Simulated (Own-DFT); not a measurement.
# Computed records: Hf$_{36}$O$_{71}$ (tetragonal hafnia with one neutral oxygen vacancy, atoms displaced)

All values are calculated (Own-DFT development build). A calculation, not a measurement: plane-wave PBE and HSE06 DFT by an unreviewed code, no spin, of a simulated cell at Gamma alone, so results move with cell size and shape, stress positive in tension, energies less offsets, not probed for a lower state with spin; hafnium file: forces about 75 meV/angstrom off all-electron values; oxygen file: force components 24 meV/angstrom off all-electron in a glass; k mesh not checked against a denser one; forces and stress are PBE's, HSE06 gives the energy alone, and its difference from PBE has offsets of its own; offsets are fitted by least squares, one for each functional and potential file, so energies compare only between cells with the same atoms and settings and are not formation energies; the far tail of each file's local potential was reset to the Coulomb form; each entry is a single point on an unrelaxed cell, so the pressure reflects the starting lattice, taken from the Materials Project, from which strain is counted, and rises with the displacements; printed positions are rounded, which can move forces by about a meV/angstrom; the program is a retired in-house code; no spin-orbit coupling.

Common to all runs: first functional PBE; second functional HSE06; exact exchange share 0.25; screening 0.11 1/bohr; exchange divergence Gygi-Baldereschi; potential files PseudoDojo norm-conserving, scalar-relativistic, made for PBE, standard set; wave cutoff 48 hartree; occupations fixed; k mesh 1 x 1 x 1 centred on Gamma.

(1) 
```cif
# cell vector a (Å): 10.7800 0.0000 0.0000
# cell vector b (Å): 0.0000 10.7800 0.0000
# cell vector c (Å): 0.0000 0.0000 10.4493
data_Hf36O71
_symmetry_space_group_name_H-M 'P 1'
_symmetry_Int_Tables_number 1
_cell_length_a 10.7800
_cell_length_b 10.7800
_cell_length_c 10.4493
_cell_angle_alpha 90.000
_cell_angle_beta 90.000
_cell_angle_gamma 90.000
_cell_volume 1214.30
loop_
_atom_site_label
_atom_site_type_symbol
_atom_site_fract_x
_atom_site_fract_y
_atom_site_fract_z
_atom_site_occupancy
Hf1 Hf 0.99862 0.99372 0.99736 1
Hf2 Hf 0.16217 0.16651 0.24939 1
O1 O 0.00107 0.16868 0.15173 1
O2 O 0.16822 0.99352 0.34564 1
O3 O 0.00029 0.16321 0.39933 1
O4 O 0.16209 0.00292 0.10107 1
Hf3 Hf 0.99687 0.00301 0.49758 1
Hf4 Hf 0.16267 0.16779 0.74947 1
O5 O 0.99557 0.16650 0.65292 1
O6 O 0.16782 0.00099 0.85050 1
O7 O 0.00040 0.17123 0.90058 1
O8 O 0.16387 0.99759 0.59621 1
Hf5 Hf 0.00168 0.33049 0.00594 1
Hf6 Hf 0.16550 0.49760 0.24978 1
O9 O 0.00050 0.50392 0.15497 1
O10 O 0.16907 0.32921 0.35100 1
O11 O 0.99765 0.49507 0.40720 1
O12 O 0.17129 0.33325 0.09266 1
Hf7 Hf 0.99669 0.32886 0.50145 1
Hf8 Hf 0.16388 0.50222 0.74502 1
O13 O 0.99804 0.49819 0.65171 1
O14 O 0.16583 0.33675 0.84992 1
O15 O 0.00580 0.50759 0.89629 1
O16 O 0.16836 0.33345 0.59804 1
Hf9 Hf 0.99907 0.66904 0.00300 1
Hf10 Hf 0.16549 0.82826 0.25277 1
O17 O 0.99930 0.83150 0.15150 1
O18 O 0.16648 0.66556 0.34832 1
O19 O 0.99929 0.82895 0.40461 1
O20 O 0.16397 0.66591 0.09503 1
Hf11 Hf 0.99878 0.66547 0.49604 1
Hf12 Hf 0.17096 0.83650 0.75323 1
O21 O 0.00161 0.83601 0.64922 1
O22 O 0.17116 0.66835 0.85078 1
O23 O 0.99706 0.82951 0.90155 1
O24 O 0.16416 0.66512 0.59173 1
Hf13 Hf 0.33376 0.00236 0.00287 1
Hf14 Hf 0.50036 0.16528 0.25140 1
O25 O 0.33007 0.16242 0.15190 1
O26 O 0.49433 0.99940 0.34468 1
O27 O 0.33586 0.16847 0.40552 1
O28 O 0.50207 0.99702 0.09828 1
Hf15 Hf 0.33790 0.99545 0.50095 1
Hf16 Hf 0.50253 0.16372 0.74935 1
O29 O 0.33013 0.17224 0.65147 1
O30 O 0.49877 0.99750 0.85043 1
O31 O 0.50272 0.00319 0.60238 1
Hf17 Hf 0.33149 0.33428 0.00220 1
Hf18 Hf 0.49623 0.49752 0.25309 1
O32 O 0.33735 0.50093 0.15268 1
O33 O 0.49841 0.32931 0.34715 1
O34 O 0.33664 0.50310 0.40484 1
O35 O 0.49789 0.32698 0.09992 1
Hf19 Hf 0.33660 0.33291 0.50374 1
Hf20 Hf 0.49830 0.49876 0.74697 1
O36 O 0.33751 0.50156 0.65469 1
O37 O 0.50022 0.33273 0.84876 1
O38 O 0.33324 0.50382 0.90416 1
O39 O 0.49424 0.33335 0.60034 1
Hf21 Hf 0.33320 0.66292 0.00282 1
Hf22 Hf 0.50103 0.83551 0.24848 1
O40 O 0.33034 0.83115 0.15240 1
O41 O 0.50021 0.66400 0.34490 1
O42 O 0.33194 0.83260 0.40904 1
O43 O 0.49963 0.66468 0.10027 1
Hf23 Hf 0.33058 0.67129 0.49928 1
Hf24 Hf 0.50513 0.83199 0.75119 1
O44 O 0.33458 0.83582 0.65137 1
O45 O 0.49948 0.67018 0.84818 1
O46 O 0.33323 0.83340 0.90181 1
O47 O 0.50363 0.67085 0.59806 1
Hf25 Hf 0.66146 0.99882 0.00479 1
Hf26 Hf 0.83643 0.16584 0.24856 1
O48 O 0.66242 0.16942 0.15038 1
O49 O 0.83390 0.00019 0.35104 1
O50 O 0.66699 0.16993 0.40256 1
O51 O 0.83492 0.00436 0.09581 1
Hf27 Hf 0.67230 0.99908 0.50045 1
Hf28 Hf 0.83515 0.16240 0.75057 1
O52 O 0.66494 0.16719 0.65140 1
O53 O 0.83493 0.99814 0.84891 1
O54 O 0.66681 0.16350 0.90698 1
O55 O 0.83365 0.00007 0.59615 1
Hf29 Hf 0.66899 0.33118 0.99922 1
Hf30 Hf 0.83709 0.49889 0.25148 1
O56 O 0.67039 0.50532 0.15160 1
O57 O 0.83167 0.32942 0.35165 1
O58 O 0.66321 0.50074 0.40760 1
O59 O 0.83601 0.33401 0.10158 1
Hf31 Hf 0.66773 0.33697 0.49639 1
Hf32 Hf 0.83130 0.49939 0.75135 1
O60 O 0.66655 0.50059 0.64782 1
O61 O 0.82594 0.32928 0.84827 1
O62 O 0.66791 0.50045 0.90079 1
O63 O 0.83101 0.33046 0.59907 1
Hf33 Hf 0.66835 0.66480 0.00350 1
Hf34 Hf 0.83205 0.83626 0.25228 1
O64 O 0.67047 0.83327 0.15113 1
O65 O 0.83168 0.66494 0.34657 1
O66 O 0.66683 0.83302 0.40409 1
O67 O 0.83527 0.67001 0.10095 1
Hf35 Hf 0.66809 0.66746 0.49989 1
Hf36 Hf 0.83053 0.83376 0.75421 1
O68 O 0.66457 0.83160 0.65173 1
O69 O 0.83753 0.66770 0.84635 1
O70 O 0.66381 0.83004 0.90501 1
O71 O 0.83070 0.66181 0.59213 1
_calc_PBE_energy_of_cell_above_offsets '-100.827'  # eV
_calc_HSE06_less_PBE_above_offsets '-0.150'  # eV
_calc_PBE_pressure 0.86  # GPa
_calc_PBE_stress_xx -0.63  # GPa
_calc_PBE_stress_yy -0.54  # GPa
_calc_PBE_stress_zz -1.42  # GPa
_calc_PBE_stress_yz -0.11  # GPa
_calc_PBE_stress_xz -0.07  # GPa
_calc_PBE_stress_xy -0.09  # GPa
```

Force:
```
element  x (eV/Å)  y (eV/Å)  z (eV/Å)
     Hf     0.669     0.591     0.152
     Hf     1.492    -1.164     0.517
      O    -0.385     0.554    -0.187
      O    -0.208     0.962     0.132
      O    -0.051     0.605    -0.229
      O     0.152    -0.229    -0.775
     Hf     1.305    -1.788     0.728
     Hf     0.967     0.486     0.229
      O     0.488    -0.055    -0.662
      O    -0.008     0.321    -0.021
      O    -0.217    -0.823       0.3
      O     0.407     0.523    -0.082
     Hf     0.199     0.734    -1.676
     Hf     0.917     0.052     0.538
      O     0.196    -0.554    -0.124
      O    -0.454     0.828    -0.914
      O      0.12     0.099    -0.869
      O    -1.376     0.255     1.479
     Hf     0.472     0.577     0.557
     Hf     0.155     0.186     0.956
      O    -0.181    -0.169    -0.053
      O     0.382    -0.558    -0.484
      O     -0.62    -1.383     1.087
      O    -0.919     0.117     0.032
     Hf      0.13    -0.619    -0.779
     Hf    -0.008      0.79    -0.757
      O    -0.118     0.397     0.257
      O    -0.103    -0.743     -0.21
      O    -0.246     0.966    -0.691
      O     0.427    -0.224     0.832
     Hf    -0.335    -0.026     1.068
     Hf    -0.184    -0.595    -0.425
      O    -0.739    -0.285     0.961
      O    -0.119     0.189    -0.988
      O      0.18     0.836     -0.02
      O     0.271    -0.183     0.622
     Hf    -0.799    -0.019    -0.524
     Hf    -0.742     0.769    -0.165
      O     0.324    -0.062    -0.039
      O      0.27    -0.405      0.54
      O    -0.088    -0.831    -0.066
      O    -0.765    -0.161     0.514
     Hf    -0.757      1.34     0.488
     Hf    -0.773     0.404     0.121
      O     0.314    -0.631     1.244
      O    -0.095     0.717     0.176
      O     0.032    -0.111    -0.714
     Hf     1.444    -0.408    -1.435
     Hf      0.93     0.358    -0.156
      O    -1.385    -0.112     0.185
      O     0.187     0.643     0.288
      O    -0.205    -0.468    -0.313
      O     0.293     0.485    -0.306
     Hf    -0.735    -0.188     -0.46
     Hf     0.559     0.386     0.702
      O    -1.077     0.202    -0.275
      O    -0.153    -0.249    -0.056
      O     0.249    -1.057     0.037
      O     1.728     0.119    -0.061
     Hf     0.076     1.033    -0.807
     Hf    -0.364    -1.277    -0.185
      O     0.457     0.175     0.663
      O     0.015     1.052     0.094
      O     0.203      0.04    -1.261
      O     0.495     0.346     -0.32
     Hf     0.991    -1.167     0.844
     Hf    -1.235    -0.417     0.217
      O         0    -0.041     0.181
      O     0.141    -0.927    -0.062
      O    -0.172     0.338     0.566
      O    -0.785    -0.087    -0.256
     Hf     0.771     0.049    -0.835
     Hf    -1.135     0.238    -0.115
      O     1.256    -0.381     0.494
      O    -0.116     0.189     -0.33
      O    -0.072    -1.201    -0.172
      O    -0.273    -0.049     0.556
     Hf    -1.079     0.771     0.216
     Hf    -1.115     0.849     0.253
      O     0.804    -0.196     0.349
      O     0.079    -0.006     -0.11
      O     -0.06    -0.136    -0.437
      O    -0.234     0.045     0.469
     Hf    -0.752     0.211     0.006
     Hf    -0.989     0.141     0.022
      O    -0.281    -0.543     0.487
      O     0.215     0.437    -0.386
      O     0.203    -0.227    -1.018
      O    -0.145    -0.084    -0.017
     Hf    -0.544     -0.46     1.076
     Hf      0.02    -0.063    -0.172
      O    -0.099    -0.295     0.673
      O     0.336     0.485     0.112
      O     0.166     0.023     0.252
      O     0.303     0.122    -0.148
     Hf    -0.567    -0.562    -0.002
     Hf     0.525    -1.151    -0.265
      O     -0.54     0.318     0.423
      O     0.141     0.277    -0.176
      O     0.037     0.618    -0.567
      O    -0.201    -0.187    -0.274
     Hf    -0.726    -0.454     0.168
     Hf     0.979    -0.591    -0.891
      O     1.274     0.456     0.052
      O    -0.585    -0.141     0.012
      O     0.438     0.725    -0.237
      O     0.731     0.313     0.636
```

(2) 
```cif
# cell vector a (Å): 10.7800 0.0000 0.0000
# cell vector b (Å): 0.0000 10.7800 0.0000
# cell vector c (Å): 0.0000 0.0000 10.4493
data_Hf36O71
_symmetry_space_group_name_H-M 'P 1'
_symmetry_Int_Tables_number 1
_cell_length_a 10.7800
_cell_length_b 10.7800
_cell_length_c 10.4493
_cell_angle_alpha 90.000
_cell_angle_beta 90.000
_cell_angle_gamma 90.000
_cell_volume 1214.30
loop_
_atom_site_label
_atom_site_type_symbol
_atom_site_fract_x
_atom_site_fract_y
_atom_site_fract_z
_atom_site_occupancy
Hf1 Hf 0.99723 0.00087 0.01176 1
Hf2 Hf 0.18353 0.15859 0.25498 1
O1 O 0.98061 0.17850 0.15589 1
O2 O 0.17017 0.99780 0.34984 1
O3 O 0.01283 0.15857 0.41145 1
O4 O 0.16283 0.00241 0.09793 1
Hf3 Hf 0.99741 0.00082 0.49770 1
Hf4 Hf 0.16543 0.15911 0.75038 1
O5 O 0.00241 0.17350 0.64600 1
O6 O 0.17536 0.00046 0.84752 1
O7 O 0.00075 0.16486 0.90002 1
O8 O 0.16853 0.00224 0.60426 1
Hf5 Hf 0.00875 0.32550 0.00079 1
Hf6 Hf 0.16855 0.49856 0.25451 1
O9 O 0.00440 0.50568 0.15860 1
O10 O 0.16591 0.34628 0.34928 1
O11 O 0.00087 0.51154 0.40402 1
O12 O 0.16879 0.33331 0.10297 1
Hf7 Hf 0.02009 0.33372 0.50981 1
Hf8 Hf 0.15870 0.50250 0.75216 1
O13 O 0.99795 0.49808 0.65134 1
O14 O 0.16016 0.34158 0.84596 1
O15 O 0.98587 0.51142 0.88898 1
O16 O 0.17330 0.32873 0.59899 1
Hf9 Hf 0.99176 0.65203 0.99716 1
Hf10 Hf 0.17277 0.82572 0.25698 1
O17 O 0.99383 0.83554 0.15535 1
O18 O 0.16515 0.67083 0.35201 1
O19 O 0.99801 0.83622 0.40304 1
O20 O 0.17398 0.67293 0.09195 1
Hf11 Hf 0.00006 0.66835 0.47995 1
Hf12 Hf 0.16869 0.83463 0.75929 1
O21 O 0.00127 0.82814 0.65526 1
O22 O 0.16780 0.67378 0.85702 1
O23 O 0.99581 0.82980 0.90989 1
O24 O 0.16326 0.65997 0.60775 1
Hf13 Hf 0.33866 0.99896 0.00680 1
Hf14 Hf 0.50446 0.15658 0.24245 1
O25 O 0.33058 0.17057 0.15088 1
O26 O 0.50177 0.99515 0.33584 1
O27 O 0.33378 0.17849 0.39933 1
O28 O 0.50342 0.99691 0.09032 1
Hf15 Hf 0.33713 0.99175 0.50579 1
Hf16 Hf 0.50088 0.15963 0.74705 1
O29 O 0.33994 0.17577 0.66406 1
O30 O 0.50552 0.99131 0.85502 1
O31 O 0.33966 0.18771 0.89434 1
O32 O 0.49639 0.99245 0.59459 1
Hf17 Hf 0.33609 0.33900 0.00897 1
Hf18 Hf 0.50299 0.50238 0.24755 1
O33 O 0.32731 0.49673 0.15297 1
O34 O 0.49159 0.33944 0.34519 1
O35 O 0.32667 0.51373 0.39726 1
O36 O 0.49845 0.33809 0.11178 1
Hf19 Hf 0.34040 0.33481 0.49697 1
Hf20 Hf 0.50180 0.49982 0.75737 1
O37 O 0.33763 0.49962 0.66109 1
O38 O 0.49653 0.33122 0.84104 1
O39 O 0.33575 0.49760 0.89487 1
O40 O 0.50470 0.32907 0.60442 1
Hf21 Hf 0.33952 0.67098 0.99925 1
Hf22 Hf 0.47433 0.82658 0.25331 1
O41 O 0.34046 0.85417 0.16201 1
O42 O 0.50297 0.68058 0.33408 1
O43 O 0.33684 0.83130 0.40170 1
O44 O 0.48860 0.67823 0.10576 1
Hf23 Hf 0.33757 0.65801 0.49973 1
Hf24 Hf 0.49665 0.83386 0.75876 1
O45 O 0.33404 0.83844 0.64775 1
O46 O 0.49805 0.67073 0.85511 1
O47 O 0.34244 0.83694 0.89497 1
O48 O 0.50586 0.66101 0.58880 1
Hf25 Hf 0.66166 0.98779 0.00839 1
Hf26 Hf 0.83858 0.17260 0.24032 1
O49 O 0.67404 0.17025 0.15498 1
O50 O 0.82660 0.99664 0.35235 1
O51 O 0.66902 0.17442 0.40694 1
O52 O 0.83229 0.00693 0.10530 1
Hf27 Hf 0.67872 0.00628 0.51088 1
Hf28 Hf 0.83396 0.15991 0.74313 1
O53 O 0.66821 0.16111 0.65427 1
O54 O 0.83098 0.00879 0.84721 1
O55 O 0.66087 0.16116 0.91042 1
O56 O 0.84040 0.99928 0.60511 1
Hf29 Hf 0.66892 0.33340 0.00214 1
Hf30 Hf 0.82143 0.50099 0.25392 1
O57 O 0.65788 0.50850 0.15891 1
O58 O 0.83001 0.32187 0.33680 1
O59 O 0.67011 0.49556 0.40967 1
Hf31 Hf 0.66213 0.33758 0.50468 1
Hf32 Hf 0.83404 0.49368 0.75538 1
O60 O 0.67130 0.50254 0.64759 1
O61 O 0.83373 0.34591 0.85263 1
O62 O 0.66702 0.50860 0.90776 1
O63 O 0.82378 0.32389 0.59496 1
Hf33 Hf 0.66562 0.66287 0.99916 1
Hf34 Hf 0.82512 0.82344 0.24994 1
O64 O 0.65904 0.81670 0.14412 1
O65 O 0.83873 0.66566 0.35143 1
O66 O 0.65786 0.83253 0.40705 1
O67 O 0.83288 0.66881 0.10020 1
Hf35 Hf 0.67423 0.66014 0.49002 1
Hf36 Hf 0.83609 0.83206 0.74336 1
O68 O 0.66290 0.83317 0.65084 1
O69 O 0.84676 0.67677 0.84492 1
O70 O 0.65639 0.82198 0.90092 1
O71 O 0.83138 0.67630 0.60517 1
_calc_PBE_energy_of_cell_above_offsets '-89.770'  # eV
_calc_HSE06_less_PBE_above_offsets '0.364'  # eV
_calc_PBE_pressure 5.27  # GPa
_calc_PBE_stress_xx -5.66  # GPa
_calc_PBE_stress_yy -5.09  # GPa
_calc_PBE_stress_zz -5.06  # GPa
_calc_PBE_stress_yz 0.38  # GPa
_calc_PBE_stress_xz -0.98  # GPa
_calc_PBE_stress_xy 0.22  # GPa
```

Force:
```
element  x (eV/Å)  y (eV/Å)  z (eV/Å)
     Hf    -1.386    -2.199    -1.373
     Hf    -2.673     1.086     1.234
      O     7.568      0.78     -3.88
      O     0.752    -0.474    -0.223
      O     0.206     2.144    -1.279
      O     1.062     0.862     0.648
     Hf     0.743    -1.004       0.5
     Hf     0.859     1.233     0.062
      O    -0.126    -0.016     0.986
      O      0.15     0.267     1.087
      O     0.478     0.185     0.459
      O    -0.033     0.534    -0.566
     Hf    -0.931      0.85    -0.451
     Hf     -0.57     1.457    -1.268
      O    -1.135    -0.321    -0.776
      O    -0.183    -2.779      1.17
      O    -0.117    -3.889    -1.043
      O    -0.583      -0.5    -0.219
     Hf    -3.225    -0.016    -1.333
     Hf     1.336     1.964     -0.35
      O    -0.308     -1.37    -0.505
      O    -0.994    -1.251     0.757
      O     1.639    -3.092     0.725
      O      1.21     0.381     0.342
     Hf     1.252     3.732     1.065
     Hf    -2.725     1.271    -1.633
      O     0.939     0.203     1.022
      O     0.013    -0.457     0.039
      O     0.482     0.334    -0.897
      O    -0.131     0.671     1.339
     Hf     0.145     1.748     5.305
     Hf    -1.121    -1.126    -1.524
      O     1.019     0.943     0.054
      O     0.185    -1.283    -0.651
      O     0.624     1.904     0.248
      O     0.875     0.024    -1.502
     Hf    -1.377     0.999     -2.37
     Hf     1.087     1.461     1.754
      O     1.901    -1.035    -0.775
      O    -0.732      1.69     0.703
      O    -0.607    -2.202    -0.127
      O    -1.306     1.393      1.82
     Hf    -0.905     0.334     0.025
     Hf     0.408     0.868      1.84
      O    -1.549    -0.768    -1.999
      O    -0.551     1.909    -0.369
      O    -0.682    -2.926     1.877
      O     1.094     1.241     0.432
     Hf     0.186     0.509    -1.572
     Hf    -3.091     -0.23     0.912
      O     1.361     0.293     -0.21
      O     0.101    -0.195     0.741
      O      0.67    -2.562    -0.156
      O     0.936    -0.145    -1.676
     Hf      0.82     0.965     1.033
     Hf    -0.233     0.021     -1.11
      O    -0.503     0.029    -1.379
      O     1.562     0.733     0.898
      O      0.22     0.793     1.893
      O    -0.879     0.188    -0.829
     Hf    -1.675    -1.679    -1.764
     Hf     9.221     2.755     1.665
      O    -7.507     0.894    -4.899
      O     0.244    -6.455     3.199
      O     -0.81    -0.411     0.065
      O     0.527    -1.199    -0.972
     Hf    -0.463     2.086     3.268
     Hf     1.429    -0.594    -2.082
      O    -0.451    -0.279     0.445
      O    -0.324     -1.52     -0.35
      O    -0.895     0.165     1.814
      O    -0.739    -0.244    -0.073
     Hf     2.881     -0.15    -2.216
     Hf    -5.139    -2.916     4.203
      O    -2.106     0.533    -0.938
      O     0.303     0.284     0.269
      O    -1.369    -1.223     0.198
      O    -0.551    -1.059    -0.765
     Hf    -1.233    -1.399    -2.272
     Hf     0.289     1.435     0.868
      O    -0.315    -0.829    -0.035
      O    -0.037     -1.69     0.438
      O     0.085     1.318     0.254
      O    -0.081     0.623     0.081
     Hf    -0.017    -1.453    -0.584
     Hf     2.377     -1.84    -0.484
      O     1.736    -0.132    -1.126
      O     0.502     4.153     0.403
      O     0.056     0.409    -2.876
     Hf     0.808    -1.612     0.141
     Hf    -0.143     3.016    -2.445
      O    -0.586    -0.316     1.179
      O    -0.532    -3.726     1.249
      O    -0.152    -2.565    -0.815
      O     1.963     0.435     0.285
     Hf    -0.276     3.122     1.301
     Hf    -0.389     2.511     -0.57
      O     0.897     1.455     1.035
      O    -0.924    -0.321    -0.087
      O     1.413     0.101     -0.06
      O    -0.644    -0.954      0.31
     Hf    -0.426     3.288     3.407
     Hf    -0.295    -0.247     0.417
      O     0.305     0.954     0.848
      O    -1.412    -1.854     0.932
      O      0.89     1.405     0.204
      O     0.339    -0.438    -1.982
```
